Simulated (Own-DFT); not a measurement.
# Computed records: AlGa3N4 (wurtzite random alloy, strained, atoms displaced)

All values are calculated (Own-DFT development build). A calculation, not a measurement: plane-wave PBE density functional theory by an unreviewed code, no spin, of a simulated periodic cell, stress positive in tension, free energy of the whole cell less one offset for each atom, forces on such cells passed a denser k mesh, this cell's mesh not checked; offsets are fitted by least squares, one for each functional and potential file, so energies compare only between cells with the same atoms and settings and are not formation energies; the far tail of each file's local potential was reset to the Coulomb form; each entry is a single point on an unrelaxed cell, so the pressure reflects the starting lattice, mostly measured values, from which strain is counted, and rises with the displacements; printed positions are rounded, which can move forces by about a meV/angstrom; the program is a retired in-house code; no spin-orbit coupling.

```xyz
72
Lattice="9.7708 0.0000 0.0000 -4.8854 8.4617 0.0000 0.0000 0.0000 10.2685" Properties=species:S:1:pos:R:3:force_x:R:1:force_y:R:1:force_z:R:1 formula=AlGa3N4 functional=PBE potential_files=PseudoDojo_norm-conserving,scalar-relativistic,standard_set_with_the_stringent_files_for_Ga wave_cutoff=96 occupations=Gaussian smearing_width=0.01 k_mesh=4_x_4_x_3_centred_on_Gamma free_energy_of_cell_above_offsets=-10.371 pressure=-3.32 stress_xx=6.59 stress_yy=6.01 stress_zz=-2.65 stress_yz=0.14 stress_xz=-0.4 stress_xy=-0.27
Ga    -0.0242     1.8682     0.0128      0.442     -0.676      -0.31
Ga     1.6449     0.8587     2.5460      0.077      0.651      0.004
N      0.0743     1.8139     1.9205     -1.448      0.396      0.687
N      1.6899     0.9742     4.4933     -2.198      -0.87      0.278
Al     0.0411     1.8995     5.1313     -0.588     -0.367     -1.277
Ga     1.5633     0.9538     7.6397      0.578     -0.291      0.258
N     -0.0148     1.9329     6.9855     -0.222      0.478      1.403
N      1.6598     0.9913     9.6295     -1.495     -1.394     -0.471
Ga    -1.5801     4.6949    10.2643     -0.907      0.729      0.684
Ga     0.1009     3.8211     2.4585     -1.901      -1.44       1.61
N     -1.6218     4.6680     1.9835       0.95      1.015     -0.817
N     -0.0482     3.7059     4.4812      0.442      0.529      0.501
Al    -1.5896     4.7328     5.1680     -0.613     -0.848     -1.363
Al     0.0072     3.8735     7.7575     -0.872     -1.146     -1.714
N     -1.6937     4.7440     7.0206      1.537     -0.817      1.255
N     -0.0419     3.7143     9.6393      0.105      0.239     -0.678
Ga    -3.3502     7.4913    10.2524      1.225      0.547     -0.259
Ga    -1.6342     6.6291     2.6131      0.734     -0.618     -1.449
N     -3.2253     7.5138     1.8887     -1.222     -0.618      1.118
N     -1.5346     6.5761     4.4896     -0.775     -0.824      1.045
Ga    -3.1970     7.4931     5.1076     -0.405        0.1     -0.911
Ga    -1.6339     6.5652     7.7240      0.017      0.163     -0.609
N     -3.2116     7.4299     6.9801     -1.084      1.159      2.049
N     -1.6145     6.6140     9.6409      -0.57     -0.478      0.334
Ga     3.2407     1.8566    10.2335      0.087       0.34      0.415
Ga     4.9060     1.0067     2.5082      0.045     -0.724      0.345
N      3.2120     1.8826     1.9693      0.695      0.162     -0.791
N      4.8458     0.9322     4.4347      0.457     -0.094      1.418
Ga     3.1681     1.8640     5.1608       2.35      0.588     -0.219
Ga     4.8448     0.9625     7.7268      0.083      0.237     -0.793
N      3.1994     1.9539     7.1155      0.262     -0.266     -0.218
N      4.8857     0.9938     9.6671      0.294     -0.754       0.02
Ga     1.5223     4.6901    10.2351      1.684     -0.504      0.703
Al     3.2827     3.6585     2.5144          0       1.82       0.82
N      1.6092     4.7382     1.9627       2.39      0.036     -0.461
N      3.3429     3.7637     4.5169     -0.915     -0.004     -0.655
Ga     1.6257     4.6548     5.1127        0.1      0.262     -0.674
Al     3.2230     3.7964     7.6691      0.493     -0.318     -0.239
N      1.6031     4.6894     7.0667      0.226      0.149      0.961
N      3.2186     3.6685     9.5419      0.045      1.539      0.962
Ga     0.0130     7.5046    10.2434     -0.425      0.744      0.595
Ga     1.6840     6.6937     2.5958     -0.884     -1.266     -0.476
N      0.0886     7.5121     1.9239     -1.131      0.734       0.13
N      1.6864     6.6284     4.5255     -0.966     -1.198      0.056
Ga     0.0132     7.4799     5.2032      0.439      1.239     -1.699
Ga     1.6556     6.5863     7.7687     -0.454      0.188      -0.69
N     -0.0133     7.5278     7.0681      0.336       0.05      1.577
N      1.5837     6.5335     9.7401      1.477      0.934     -1.034
Ga     6.5011     1.9353    10.2608      0.291     -0.638      0.345
Al     8.1388     0.9175     2.5270       0.53      1.015      0.351
N      6.5858     1.9400     1.9594      0.033     -1.103     -0.219
N      8.1637     0.8975     4.4971      0.907      0.766     -0.819
Ga     6.5629     1.8362     5.1411     -0.942      0.498     -1.188
Ga     8.1531     0.9249     7.6905     -0.377      1.202     -0.007
N      6.4734     1.9528     7.0355      0.335     -1.382      1.403
N      8.1159     0.8206     9.7273      0.206      2.199     -1.269
Ga     4.8595     4.6929     0.0292     -0.151     -1.202      0.074
Ga     6.5651     3.7835     2.5408     -0.401      0.102      1.157
N      4.9402     4.7335     1.9828     -1.805     -0.003      0.053
N      6.5327     3.7578     4.5402      0.249      0.691       0.25
Al     4.8955     4.6411     5.1171      0.896      0.602      0.057
Ga     6.4484     3.7461     7.7232      1.261      0.325     -0.116
N      4.9393     4.6893     7.1245     -2.403      0.384     -1.042
N      6.5704     3.7738     9.6940     -0.677      0.226      -0.54
Al     3.2832     7.5824    10.2462     -0.991     -2.511      0.703
Al     4.7103     6.6500     2.5663      3.047     -1.634     -0.102
N      3.2732     7.5440     1.8954     -0.115      0.982     -0.032
N      4.9243     6.5639     4.4520     -0.418     -0.465      0.184
Ga     3.2633     7.5075     5.0234      1.039      0.244      1.623
Ga     4.8501     6.5650     7.7629      0.376      0.067     -1.134
N      3.2183     7.5888     7.1002      0.573     -1.409     -0.278
N      4.7928     6.5075     9.7402      0.038      1.531     -0.872
```

Units: wave_cutoff in hartree; smearing_width, free_energy_of_cell_above_offsets in eV; pressure, stress_xx, stress_yy, stress_zz, stress_yz, stress_xz, stress_xy in GPa; force_x, force_y, force_z in eV/Å.
